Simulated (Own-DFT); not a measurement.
# Computed records: TiO₂ (rutile, atoms displaced)

Computed with Own-DFT development build. A calculation, not a measurement: plane-wave PBE density functional theory by an unreviewed code, no spin, of a simulated periodic cell, stress positive in tension, free energy of the whole cell less one offset for each atom, oxygen file: force components 24 meV/angstrom off all-electron in one glass; forces on such cells passed a denser k mesh, this cell's mesh not checked; offsets are fitted by least squares, one for each functional and potential file, so energies compare only between cells with the same atoms and settings and are not formation energies; the far tail of each file's local potential was reset to the Coulomb form; each entry is a single point on an unrelaxed cell, so the pressure reflects the starting lattice, mostly measured values (interpolated for alloys), from which strain is counted, and rises with the displacements; printed positions are rounded, which can move forces by about a meV/angstrom; the program, named Own-DFT, is a retired in-house code; no spin-orbit coupling; before rounding, a Quantum ESPRESSO 7.3.1 run of the same cell and cutoff gave forces within 1 meV/angstrom rms on each cell, which checks the program and not the settings.

Settings shared by all entries: functional PBE; potential files PseudoDojo norm-conserving, scalar-relativistic, standard set; wave cutoff 72 hartree; occupations Fermi-Dirac; smearing width 0.1 eV; k mesh 3 x 3 x 3 centred on Gamma.

```json
{"entry": 1, "formula": "TiO2", "kind": "rutile, atoms displaced", "structure": {"cell_angstrom": [[9.1874, 0.0, 0.0], [0.0, 9.1874, 0.0], [0.0, 0.0, 8.8761]], "atoms_fractional": [["Ti", 0.00578, 0.01364, 0.98112], ["Ti", 0.24492, 0.25121, 0.15259], ["O", 0.14237, 0.14981, 0.99543], ["O", 0.34284, 0.34052, 0.98929], ["O", 0.41718, 0.08835, 0.18166], ["O", 0.10022, 0.38012, 0.1972], ["Ti", 0.01395, 0.01543, 0.33775], ["Ti", 0.24071, 0.24737, 0.50962], ["O", 0.15691, 0.14419, 0.33933], ["O", 0.34757, 0.34472, 0.33532], ["O", 0.39735, 0.10683, 0.49953], ["O", 0.11687, 0.38675, 0.50025], ["Ti", 0.01248, 0.00632, 0.68648], ["Ti", 0.24808, 0.25597, 0.82947], ["O", 0.14507, 0.14461, 0.64828], ["O", 0.35662, 0.35852, 0.66946], ["O", 0.39429, 0.10847, 0.83534], ["O", 0.09946, 0.41659, 0.85394], ["Ti", 0.99229, 0.50287, 0.99492], ["Ti", 0.2512, 0.75121, 0.16346], ["O", 0.16003, 0.6576, 0.99344], ["O", 0.34674, 0.83584, 0.99643], ["O", 0.39922, 0.60919, 0.16571], ["O", 0.09407, 0.90185, 0.1585], ["Ti", 0.0026, 0.51879, 0.33], ["Ti", 0.25094, 0.73705, 0.52382], ["O", 0.158, 0.65812, 0.36087], ["O", 0.33918, 0.81888, 0.31718], ["O", 0.40665, 0.58742, 0.48758], ["O", 0.09615, 0.90357, 0.48392], ["Ti", 0.99874, 0.47943, 0.65617], ["Ti", 0.25186, 0.76798, 0.85164], ["O", 0.14069, 0.62603, 0.67716], ["O", 0.35683, 0.85032, 0.6896], ["O", 0.40517, 0.58926, 0.83685], ["O", 0.11035, 0.92656, 0.8236], ["Ti", 0.49084, 0.99904, 0.00507], ["Ti", 0.73306, 0.23041, 0.17347], ["O", 0.68365, 0.15029, 0.01122], ["O", 0.82889, 0.34653, 0.96762], ["O", 0.90357, 0.09151, 0.16751], ["O", 0.59626, 0.40836, 0.16389], ["Ti", 0.4965, 0.00961, 0.36625], ["Ti", 0.74883, 0.27169, 0.49951], ["O", 0.65528, 0.14661, 0.33794], ["O", 0.83888, 0.34875, 0.30766], ["O", 0.8957, 0.08366, 0.52787], ["O", 0.60636, 0.4087, 0.48411], ["Ti", 0.499, 0.9901, 0.66435], ["Ti", 0.75146, 0.26492, 0.83885], ["O", 0.64587, 0.15501, 0.68621], ["O", 0.8416, 0.35926, 0.669], ["O", 0.92567, 0.10819, 0.83872], ["O", 0.59917, 0.40544, 0.81441], ["Ti", 0.47903, 0.47936, 0.98855], ["Ti", 0.75798, 0.75362, 0.16989], ["O", 0.67897, 0.67733, 0.00504], ["O", 0.8574, 0.85696, 0.01484], ["O", 0.89517, 0.59227, 0.1382], ["O", 0.57886, 0.9049, 0.1797], ["Ti", 0.52023, 0.5235, 0.33242], ["Ti", 0.73235, 0.75576, 0.49531], ["O", 0.65139, 0.64393, 0.31665], ["O", 0.85698, 0.84978, 0.36966], ["O", 0.91702, 0.58465, 0.49162], ["O", 0.59253, 0.9108, 0.51289], ["Ti", 0.50884, 0.51, 0.65608], ["Ti", 0.73149, 0.74252, 0.83897], ["O", 0.63201, 0.64913, 0.67047], ["O", 0.8356, 0.84282, 0.65447], ["O", 0.91504, 0.58277, 0.84214], ["O", 0.59922, 0.89208, 0.84749]]}, "results": {"free_energy_of_cell_above_offsets [eV]": "0.535", "pressure [GPa]": 18.05, "stress_xx [GPa]": -17.35, "stress_yy [GPa]": -16.95, "stress_zz [GPa]": -19.84, "stress_yz [GPa]": -1.21, "stress_xz [GPa]": -1.87, "stress_xy [GPa]": -2.76, "force_element": ["Ti", "Ti", "O", "O", "O", "O", "Ti", "Ti", "O", "O", "O", "O", "Ti", "Ti", "O", "O", "O", "O", "Ti", "Ti", "O", "O", "O", "O", "Ti", "Ti", "O", "O", "O", "O", "Ti", "Ti", "O", "O", "O", "O", "Ti", "Ti", "O", "O", "O", "O", "Ti", "Ti", "O", "O", "O", "O", "Ti", "Ti", "O", "O", "O", "O", "Ti", "Ti", "O", "O", "O", "O", "Ti", "Ti", "O", "O", "O", "O", "Ti", "Ti", "O", "O", "O", "O"], "force_x [eV/angstrom]": [-1.864, 0.373, 2.949, 0.045, -2.076, -0.396, -1.967, 3.606, 1.118, -0.235, 0.918, -4.144, -5.029, -0.03, 1.359, -2.062, 0.424, 2.555, 1.356, -2.154, -1.649, 2.951, 1.27, 1.074, 1.087, -1.909, -2.173, 2.743, -1.272, 2.366, 2.033, -2.271, 2.24, -0.67, -0.539, 3.342, 1.435, 1.932, -3.977, 5.941, -0.266, -0.429, -0.272, 1.251, -0.814, 0.913, -0.497, 0.206, 0.721, -4.356, -1.088, -0.007, -3.182, -0.436, 2.188, 1.737, -3.809, -0.611, -0.138, 2.132, -5.816, 4.207, 4.346, -2.389, -2.204, 1.086, -3.025, 3.04, 2.984, -0.148, -2.961, -1.061], "force_y [eV/angstrom]": [-3.295, 0.327, 2.355, -0.122, 1.62, 1.35, -1.282, 1.469, 0.918, -0.913, -1.534, 3.476, -0.171, 0.016, 1.246, -1.968, -1.13, -4.043, -1.042, -0.019, -1.224, 3.305, -2.376, -0.376, -1.445, 0.234, -2.259, 3.63, 1.995, -1.771, 1.538, -3.673, 2.858, -0.856, 1.285, -4.358, 0.481, 1.719, -3.322, 5.705, 1.045, -0.434, -0.058, -2.719, -0.488, 0.623, 2.248, -0.175, 4.03, -5.031, -1.446, -0.652, 2.232, 0.221, 1.751, 3.895, -3.913, -0.476, 1.198, -1.589, -5.501, 1.525, 4.263, -1.705, 0.518, -2.158, -3.271, 2.148, 2.869, -1.181, 2.587, 1.298], "force_z [eV/angstrom]": [7.76, 5.575, 0.305, 0.878, -1.687, -1.541, -0.689, -3.892, -0.71, -1.099, 2.012, 0.132, -8.6, -2.275, 2.627, 0.703, 0.571, -2.609, 0.048, 1.8, -0.247, 1.763, -1.412, 0.653, -2.036, -1.904, -1.431, 4.261, 1.642, 2.739, 1.18, -2.394, -1.235, -1.918, -0.201, 3.145, 2.143, 1.919, -4.101, 8.169, 0.02, -1.222, -6.908, -0.723, 1.92, 2.844, -1.706, 1.437, 4.64, -5.664, -2.368, -0.998, -2.401, 1.879, 1.69, -1.052, 1.843, -0.798, 4.769, -0.974, -3.463, 1.526, 1.006, -1.776, 1.68, -0.931, 0.915, -2.888, -0.187, 0.933, -2.481, -0.606]}}
{"entry": 2, "formula": "TiO2", "kind": "rutile, atoms displaced", "structure": {"cell_angstrom": [[9.1874, 0.0, 0.0], [0.0, 9.1874, 0.0], [0.0, 0.0, 8.8761]], "atoms_fractional": [["Ti", 0.00261, 0.00385, 0.97026], ["Ti", 0.26924, 0.24976, 0.13955], ["O", 0.1315, 0.16177, 0.98463], ["O", 0.34839, 0.33201, 0.00163], ["O", 0.38841, 0.09194, 0.16307], ["O", 0.09157, 0.40623, 0.18367], ["Ti", 0.99806, 0.02734, 0.32461], ["Ti", 0.26081, 0.26601, 0.51378], ["O", 0.14714, 0.12776, 0.33278], ["O", 0.35856, 0.35763, 0.34088], ["O", 0.40839, 0.08983, 0.48534], ["O", 0.09244, 0.39775, 0.48531], ["Ti", 0.00495, 0.01385, 0.66021], ["Ti", 0.25797, 0.24063, 0.83153], ["O", 0.16611, 0.13136, 0.65819], ["O", 0.34302, 0.35954, 0.6939], ["O", 0.40331, 0.11647, 0.84431], ["O", 0.09754, 0.39378, 0.84307], ["Ti", 0.98798, 0.50091, 0.00231], ["Ti", 0.23477, 0.747, 0.18758], ["O", 0.15454, 0.65354, 0.0059], ["O", 0.36271, 0.83535, 0.0026], ["O", 0.38884, 0.60032, 0.15589], ["O", 0.10169, 0.9022, 0.17146], ["Ti", 0.01056, 0.48336, 0.34929], ["Ti", 0.23795, 0.75659, 0.49768], ["O", 0.15864, 0.63152, 0.33128], ["O", 0.36603, 0.8591, 0.34355], ["O", 0.40689, 0.6155, 0.46702], ["O", 0.10632, 0.90085, 0.52], ["Ti", 0.99054, 0.50676, 0.66413], ["Ti", 0.2579, 0.73312, 0.84368], ["O", 0.13006, 0.66463, 0.65511], ["O", 0.3601, 0.85321, 0.66465], ["O", 0.39584, 0.59865, 0.83395], ["O", 0.11346, 0.90371, 0.83468], ["Ti", 0.49927, 0.99363, 0.99027], ["Ti", 0.75134, 0.26107, 0.15765], ["O", 0.65326, 0.15162, 0.0009], ["O", 0.84837, 0.36085, 0.99005], ["O", 0.90146, 0.09069, 0.17664], ["O", 0.5732, 0.43911, 0.17006], ["Ti", 0.50282, 0.02019, 0.33093], ["Ti", 0.73799, 0.25579, 0.51659], ["O", 0.66894, 0.16548, 0.32468], ["O", 0.84083, 0.32858, 0.34831], ["O", 0.92021, 0.12185, 0.49558], ["O", 0.58521, 0.42653, 0.50782], ["Ti", 0.49555, 0.01604, 0.64421], ["Ti", 0.73473, 0.25092, 0.85236], ["O", 0.6242, 0.14016, 0.67257], ["O", 0.84561, 0.34742, 0.64566], ["O", 0.87344, 0.09926, 0.82243], ["O", 0.58481, 0.39928, 0.82226], ["Ti", 0.49996, 0.48335, 0.99496], ["Ti", 0.74712, 0.75499, 0.17486], ["O", 0.6415, 0.64499, 0.00084], ["O", 0.84592, 0.85405, 0.99494], ["O", 0.90843, 0.58252, 0.15045], ["O", 0.6048, 0.89134, 0.17179], ["Ti", 0.48165, 0.49156, 0.33685], ["Ti", 0.74019, 0.75964, 0.50609], ["O", 0.65362, 0.66463, 0.35649], ["O", 0.85104, 0.83985, 0.34593], ["O", 0.92555, 0.59341, 0.51012], ["O", 0.57301, 0.92854, 0.52044], ["Ti", 0.51652, 0.52869, 0.67132], ["Ti", 0.74968, 0.73271, 0.81018], ["O", 0.65341, 0.64941, 0.64891], ["O", 0.85247, 0.86181, 0.66311], ["O", 0.90794, 0.56459, 0.82305], ["O", 0.58495, 0.88018, 0.84841]]}, "results": {"free_energy_of_cell_above_offsets [eV]": "2.042", "pressure [GPa]": 17.55, "stress_xx [GPa]": -16.12, "stress_yy [GPa]": -15.36, "stress_zz [GPa]": -21.18, "stress_yz [GPa]": 0.46, "stress_xz [GPa]": 1.97, "stress_xy [GPa]": -1.47, "force_element": ["Ti", "Ti", "O", "O", "O", "O", "Ti", "Ti", "O", "O", "O", "O", "Ti", "Ti", "O", "O", "O", "O", "Ti", "Ti", "O", "O", "O", "O", "Ti", "Ti", "O", "O", "O", "O", "Ti", "Ti", "O", "O", "O", "O", "Ti", "Ti", "O", "O", "O", "O", "Ti", "Ti", "O", "O", "O", "O", "Ti", "Ti", "O", "O", "O", "O", "Ti", "Ti", "O", "O", "O", "O", "Ti", "Ti", "O", "O", "O", "O", "Ti", "Ti", "O", "O", "O", "O"], "force_x [eV/angstrom]": [-0.636, -6.015, 1.294, 2.786, 1.165, 1.929, -0.255, -0.743, 4.797, -4.567, -4.509, 4.477, -0.706, -3.863, 1.881, -0.289, 1.383, 0.976, 5.218, 1.658, -0.603, -0.727, -0.034, -0.17, -3.537, 1.943, -0.137, -1.679, -1.279, -1.428, 4.378, -1.263, 2.293, -1.954, 1.538, -1.684, -0.962, 1.883, -0.448, -3.316, -2.952, 5.101, -0.01, 0.225, -3.27, 0.707, -1.389, 1.598, -8.098, 1.527, 6.051, -0.5, 1.571, 1.202, -0.563, 0.617, 1.485, -0.059, -3.073, -0.552, 1.632, 2.652, 0.051, -0.249, -4.013, 8.869, -5.568, 0.812, 2.15, -1.672, -4.736, 1.656], "force_y [eV/angstrom]": [-2.231, -2.517, 0.29, 3.232, 0.342, -2.448, -4.521, -0.809, 4.495, -5.484, 5.799, -4.434, -0.991, 0.561, 2.955, -0.276, -2.063, -0.28, -0.043, 1.17, -0.094, 1.122, -0.574, -0.363, 2.228, 0.552, 1.534, -0.73, 0.809, 0.944, -2.76, 2.649, -0.56, -1.919, -1.58, 1.273, -3.437, -0.592, 0.523, -3.364, 2.992, -4.536, -2.794, -0.454, -1.798, 2.933, -1.117, -2.751, -1.106, -0.583, 6.169, 0.145, 0.063, -0.249, 4.809, 0.04, -0.094, -1.255, 2.85, 1.641, 5.372, 2.766, -0.665, 0.219, 2.638, -8.262, -3.29, 3.525, 1.53, -2.132, 4.621, 0.367], "force_z [eV/angstrom]": [2.67, 6.6, 1.711, -3.131, 0.139, -1.964, 1.68, -0.406, 0.575, 0.006, -0.634, 5.197, -2.126, -1.452, -0.05, -3.84, 0.772, -0.965, -0.22, -2.803, -0.714, -0.256, -0.068, -0.932, -5.792, 2.373, 1.182, -0.988, 3.742, -0.842, 0.675, 0.003, 1.304, 0.409, -0.547, 0.267, -0.486, 4.554, 1.31, 0.193, -4.296, -1.498, -2.419, -1.538, -0.486, -1.934, 2.223, 0.672, 9.432, -3.462, 1.199, 2.039, 0.329, -0.182, 1.243, -0.724, -1.46, -0.516, 3.271, -0.125, 0.398, -5.605, -1.211, -0.041, -2.715, -8.257, -1.588, 6.216, 1.76, 1.227, 1.964, -1.063]}}
{"entry": 3, "formula": "TiO2", "kind": "rutile, atoms displaced", "structure": {"cell_angstrom": [[9.1874, 0.0, 0.0], [0.0, 9.1874, 0.0], [0.0, 0.0, 8.8761]], "atoms_fractional": [["Ti", 0.99167, 0.98987, 0.99174], ["Ti", 0.2634, 0.24522, 0.16444], ["O", 0.15895, 0.15883, 0.01051], ["O", 0.33819, 0.33, 0.976], ["O", 0.39799, 0.08913, 0.14635], ["O", 0.11115, 0.39293, 0.13695], ["Ti", 0.99583, 0.99647, 0.33411], ["Ti", 0.23997, 0.25555, 0.50162], ["O", 0.13928, 0.15019, 0.35463], ["O", 0.34766, 0.34221, 0.36165], ["O", 0.40771, 0.11692, 0.47867], ["O", 0.11742, 0.39766, 0.51776], ["Ti", 0.97769, 0.00876, 0.66264], ["Ti", 0.26547, 0.25975, 0.82474], ["O", 0.16476, 0.15474, 0.66493], ["O", 0.34661, 0.36923, 0.68782], ["O", 0.41049, 0.08446, 0.79743], ["O", 0.08573, 0.4116, 0.82212], ["Ti", 0.97266, 0.52062, 0.9938], ["Ti", 0.23235, 0.74192, 0.16613], ["O", 0.17169, 0.6466, 0.98042], ["O", 0.34348, 0.84602, 0.99832], ["O", 0.4045, 0.58808, 0.19514], ["O", 0.11083, 0.91719, 0.17366], ["Ti", 0.98655, 0.49228, 0.35253], ["Ti", 0.27105, 0.76607, 0.50286], ["O", 0.15359, 0.64352, 0.34356], ["O", 0.34064, 0.87878, 0.35155], ["O", 0.41435, 0.5829, 0.5028], ["O", 0.10711, 0.89937, 0.51254], ["Ti", 0.01117, 0.51321, 0.68241], ["Ti", 0.24398, 0.74704, 0.82379], ["O", 0.17046, 0.66488, 0.66947], ["O", 0.33888, 0.84495, 0.65855], ["O", 0.38775, 0.59546, 0.81719], ["O", 0.08281, 0.90737, 0.8441], ["Ti", 0.48636, 0.00272, 0.0126], ["Ti", 0.74878, 0.25233, 0.17709], ["O", 0.64618, 0.17128, 0.00771], ["O", 0.84652, 0.33042, 0.0127], ["O", 0.90039, 0.11587, 0.17712], ["O", 0.59303, 0.39824, 0.15181], ["Ti", 0.47873, 0.00076, 0.28926], ["Ti", 0.75296, 0.24368, 0.51268], ["O", 0.63706, 0.151, 0.33702], ["O", 0.85431, 0.34153, 0.34629], ["O", 0.90849, 0.11676, 0.51862], ["O", 0.61219, 0.38299, 0.48334], ["Ti", 0.50861, 0.99237, 0.67186], ["Ti", 0.7544, 0.26171, 0.85611], ["O", 0.66392, 0.13299, 0.67507], ["O", 0.84787, 0.37366, 0.67523], ["O", 0.89424, 0.08119, 0.83808], ["O", 0.57575, 0.41584, 0.82081], ["Ti", 0.49587, 0.50784, 0.00917], ["Ti", 0.7446, 0.74067, 0.17493], ["O", 0.63781, 0.63759, 0.00758], ["O", 0.84782, 0.83316, 0.01149], ["O", 0.8825, 0.60439, 0.16241], ["O", 0.61183, 0.90708, 0.1603], ["Ti", 0.52006, 0.47711, 0.31749], ["Ti", 0.72728, 0.75451, 0.49655], ["O", 0.63382, 0.64616, 0.33275], ["O", 0.83384, 0.85848, 0.32598], ["O", 0.87915, 0.61667, 0.50007], ["O", 0.59613, 0.92798, 0.52311], ["Ti", 0.49304, 0.52227, 0.67229], ["Ti", 0.74072, 0.75156, 0.8583], ["O", 0.6477, 0.65552, 0.64678], ["O", 0.85784, 0.84265, 0.67472], ["O", 0.92626, 0.61411, 0.83577], ["O", 0.59257, 0.91523, 0.87363]]}, "results": {"free_energy_of_cell_above_offsets [eV]": "2.622", "pressure [GPa]": 16.79, "stress_xx [GPa]": -13.96, "stress_yy [GPa]": -13.99, "stress_zz [GPa]": -22.43, "stress_yz [GPa]": -1.14, "stress_xz [GPa]": 1.79, "stress_xy [GPa]": 2.29, "force_element": ["Ti", "Ti", "O", "O", "O", "O", "Ti", "Ti", "O", "O", "O", "O", "Ti", "Ti", "O", "O", "O", "O", "Ti", "Ti", "O", "O", "O", "O", "Ti", "Ti", "O", "O", "O", "O", "Ti", "Ti", "O", "O", "O", "O", "Ti", "Ti", "O", "O", "O", "O", "Ti", "Ti", "O", "O", "O", "O", "Ti", "Ti", "O", "O", "O", "O", "Ti", "Ti", "O", "O", "O", "O", "Ti", "Ti", "O", "O", "O", "O", "Ti", "Ti", "O", "O", "O", "O"], "force_x [eV/angstrom]": [1.594, -5.155, -1.099, 4.938, -4.54, -1.278, 1.649, 2.449, -0.026, 1.859, 0.363, -5.349, 3.06, -3.19, -1.78, -0.244, -4.296, 1.008, 4.378, 0.119, -2.535, 0.633, -1.516, -0.762, 1.648, -2.184, -0.257, -0.215, -1.563, -2.132, -0.096, 1.178, -3.427, 3.291, 0.16, 1.811, 2.727, -0.167, -0.817, 2.534, 0.256, 0.766, 4.043, -3.337, 1.523, 0.69, 0.513, -0.575, 0.174, -2.276, 1.195, -0.795, -1.323, 3.468, -3.042, -1.28, 2.001, -0.22, 2.33, -1.795, -2.651, 0.682, 1.787, 0.149, 2.74, 3.647, 0.026, -0.288, 0.409, -1.877, -3.472, 3.763], "force_y [eV/angstrom]": [2.149, 2.974, -2.025, 4.19, 5.132, 1.797, 1.062, -4.023, -0.221, 1.592, -1.764, 5.137, -2.006, -3.889, -1.404, -1.083, 4.472, -1.248, -4.268, -0.527, -0.961, 0.455, 1.12, -1.509, 0.819, -2.577, 0.712, -1.889, 1.949, 0.824, -1.332, 2.414, -2.728, 2.48, 1.879, -1.352, -3.251, -3.398, -0.946, 3.859, -1.71, -0.737, 0.474, 0.815, 0.267, 1.22, -1.026, 1.263, 0.742, -1.17, 2.346, -1.308, 2.535, -2.187, -1.282, 2.113, 2.129, 0.11, -2.452, 0.402, -0.664, 1.48, 1.77, -0.585, -2.285, -4.796, -1.798, 2.324, 0.722, -0.255, 2.994, -4.066], "force_z [eV/angstrom]": [1.326, -0.241, 0.11, 6.859, 2.652, 1.435, 0.094, 1.05, -2.096, -4.579, 0.557, -0.936, 0.963, -4.6, 1.278, -1.869, 5.883, 2.202, 3.724, 0.077, 3.829, 1.465, -3.005, 0.025, 0.804, -1.918, -1.779, -2.405, -2.141, -0.912, -3.797, 1.312, -2.085, 2.819, 3.391, -0.516, -10.24, 2.154, -0.399, -0.514, 0.067, -1.21, 11.46, 1.717, -1.476, -0.962, -2.452, 0.496, 0.29, -4.141, 0.411, 0.383, 1.043, 3.572, -2.836, 2.525, -0.806, -0.837, 0.641, -0.168, 6.182, 0.902, -0.349, -0.026, -1.688, -6.501, -2.247, -3.544, 2.927, 0.422, -0.545, -3.223]}}
{"entry": 4, "formula": "TiO2", "kind": "rutile, atoms displaced", "structure": {"cell_angstrom": [[9.1874, 0.0, 0.0], [0.0, 9.1874, 0.0], [0.0, 0.0, 8.8761]], "atoms_fractional": [["Ti", 0.99126, 0.02942, 0.98203], ["Ti", 0.26737, 0.24494, 0.13571], ["O", 0.12839, 0.13591, 0.00354], ["O", 0.34002, 0.35625, 0.99416], ["O", 0.38566, 0.07449, 0.17706], ["O", 0.09402, 0.37856, 0.17081], ["Ti", 0.99744, 0.00343, 0.3376], ["Ti", 0.26219, 0.24333, 0.51341], ["O", 0.16446, 0.15443, 0.35636], ["O", 0.35683, 0.34502, 0.36661], ["O", 0.38449, 0.09947, 0.51396], ["O", 0.09958, 0.40062, 0.48756], ["Ti", 0.99382, 0.98467, 0.68292], ["Ti", 0.2619, 0.27644, 0.83789], ["O", 0.17042, 0.1258, 0.6799], ["O", 0.35457, 0.35137, 0.67992], ["O", 0.41816, 0.10907, 0.83543], ["O", 0.11225, 0.40227, 0.82194], ["Ti", 0.99695, 0.51056, 0.03941], ["Ti", 0.24936, 0.75302, 0.15108], ["O", 0.15353, 0.64254, 0.0091], ["O", 0.36225, 0.84366, 0.99158], ["O", 0.40548, 0.61947, 0.17477], ["O", 0.11237, 0.88974, 0.18229], ["Ti", 0.02186, 0.50463, 0.34347], ["Ti", 0.24432, 0.77279, 0.50999], ["O", 0.16858, 0.64904, 0.34624], ["O", 0.34135, 0.85874, 0.33675], ["O", 0.41688, 0.61794, 0.49533], ["O", 0.08188, 0.88186, 0.51757], ["Ti", 0.98245, 0.50525, 0.6476], ["Ti", 0.24919, 0.74457, 0.85489], ["O", 0.16007, 0.65496, 0.68216], ["O", 0.3332, 0.8634, 0.68958], ["O", 0.40639, 0.58237, 0.84223], ["O", 0.08931, 0.89734, 0.80546], ["Ti", 0.51568, 0.99803, 0.96095], ["Ti", 0.75729, 0.24491, 0.16924], ["O", 0.63296, 0.14014, 0.00029], ["O", 0.83499, 0.35447, 0.9975], ["O", 0.88994, 0.07757, 0.17295], ["O", 0.59871, 0.37876, 0.15305], ["Ti", 0.50334, 0.97841, 0.33161], ["Ti", 0.74314, 0.2383, 0.46715], ["O", 0.6936, 0.13424, 0.31501], ["O", 0.84382, 0.35548, 0.33081], ["O", 0.90347, 0.07761, 0.49805], ["O", 0.59912, 0.40344, 0.51135], ["Ti", 0.49733, 0.00522, 0.66649], ["Ti", 0.7407, 0.2518, 0.83075], ["O", 0.61787, 0.14162, 0.67346], ["O", 0.8552, 0.3444, 0.64722], ["O", 0.88545, 0.10659, 0.83688], ["O", 0.59348, 0.37697, 0.81875], ["Ti", 0.51367, 0.49458, 0.98992], ["Ti", 0.73716, 0.77179, 0.16277], ["O", 0.65342, 0.65477, 0.9796], ["O", 0.84991, 0.86069, 0.00267], ["O", 0.90078, 0.60394, 0.16731], ["O", 0.57536, 0.89513, 0.17518], ["Ti", 0.5069, 0.50253, 0.32903], ["Ti", 0.74442, 0.77267, 0.48847], ["O", 0.67881, 0.62736, 0.33493], ["O", 0.82091, 0.83709, 0.32787], ["O", 0.90339, 0.59646, 0.51631], ["O", 0.59544, 0.92292, 0.49105], ["Ti", 0.49017, 0.50368, 0.67543], ["Ti", 0.75493, 0.73649, 0.82697], ["O", 0.65142, 0.65802, 0.66572], ["O", 0.83484, 0.83108, 0.65712], ["O", 0.90817, 0.59022, 0.83018], ["O", 0.59461, 0.90894, 0.84068]]}, "results": {"free_energy_of_cell_above_offsets [eV]": "0.336", "pressure [GPa]": 16.85, "stress_xx [GPa]": -15.04, "stress_yy [GPa]": -12.62, "stress_zz [GPa]": -22.88, "stress_yz [GPa]": 0.35, "stress_xz [GPa]": -0.56, "stress_xy [GPa]": 0.8, "force_element": ["Ti", "Ti", "O", "O", "O", "O", "Ti", "Ti", "O", "O", "O", "O", "Ti", "Ti", "O", "O", "O", "O", "Ti", "Ti", "O", "O", "O", "O", "Ti", "Ti", "O", "O", "O", "O", "Ti", "Ti", "O", "O", "O", "O", "Ti", "Ti", "O", "O", "O", "O", "Ti", "Ti", "O", "O", "O", "O", "Ti", "Ti", "O", "O", "O", "O", "Ti", "Ti", "O", "O", "O", "O", "Ti", "Ti", "O", "O", "O", "O", "Ti", "Ti", "O", "O", "O", "O"], "force_x [eV/angstrom]": [-4.009, -0.7, 6.555, 2.802, -0.929, -0.141, 3.251, -2.554, -2.822, 1.416, 3.411, -0.456, -0.959, -5.203, -1.489, 0.246, -2.367, 0.26, -0.093, 0.869, -0.112, -1.613, 2.115, -1.649, 0.872, 1.466, -1.481, 0.442, 0.402, -0.742, 3.597, -0.19, 0.312, 0.653, -0.891, 1.88, -7.081, 0.826, 4.396, 0.589, 1.641, -1.723, -5.299, 1.287, -4.342, -0.527, -1.639, 0.394, -3.59, 1.355, 5.288, -1.537, 0.449, -1.505, 1.411, -0.104, -1.319, -1.352, -0.429, 2.752, -1.108, -2.377, -1.399, 4.12, -2.133, 2.299, 1.261, 1.654, -1.016, 1.606, -0.998, 6.001], "force_y [eV/angstrom]": [-5.524, -4.005, 4.999, 2.161, 3.853, 1.545, 0.981, -0.177, -1.858, 1.592, -2.624, 0.511, 3.903, -2.664, 1.445, 0.636, 0.504, -0.904, -3.001, 1.518, 0.12, -0.72, -2.777, 1.01, 0.129, -1.545, -0.791, -0.528, -1.254, 0.69, -3.897, -0.054, -0.341, -1.144, 1.489, -2.721, 3.438, 2.071, 3.494, -0.674, 0.543, 1.718, 2.822, 3.562, -2.623, -0.92, 1.433, -1.127, -1.132, 0.415, 3.54, -1.649, -0.977, 2.889, 0.547, -1.737, -1.47, -1.701, 1.031, -2.089, 0.377, -3.748, 0.658, 3.41, 3.55, -2.375, 0.901, -0.884, -0.642, 2.461, 1.122, -6.793], "force_z [eV/angstrom]": [2.743, 7.431, 0.893, 2.94, -1.197, 0.009, -0.349, -0.807, -1.854, -3.148, -0.545, 0.78, -5.441, -6.035, 0.525, -1.109, -0.304, 0.946, -5.551, 4.18, -0.309, 0.575, -0.441, -0.242, 0.583, 0.819, -0.789, 0.976, 0.616, -1.491, 6.801, -5.831, -0.529, -0.444, 0.828, 6.148, 11.01, -4.038, 0.897, -0.347, -1.065, 0.397, -1.434, 5.911, 0.951, -0.097, -0.015, -0.895, -1.649, -0.621, -0.727, 1.049, -1.587, 1.511, 2.079, -2.547, 2.189, 0.302, 1.427, -2.57, 2.175, 3.195, -0.586, -1.373, -5.729, 2.621, -5.326, -0.817, 0.567, 0.767, 1.058, -8.058]}}
```
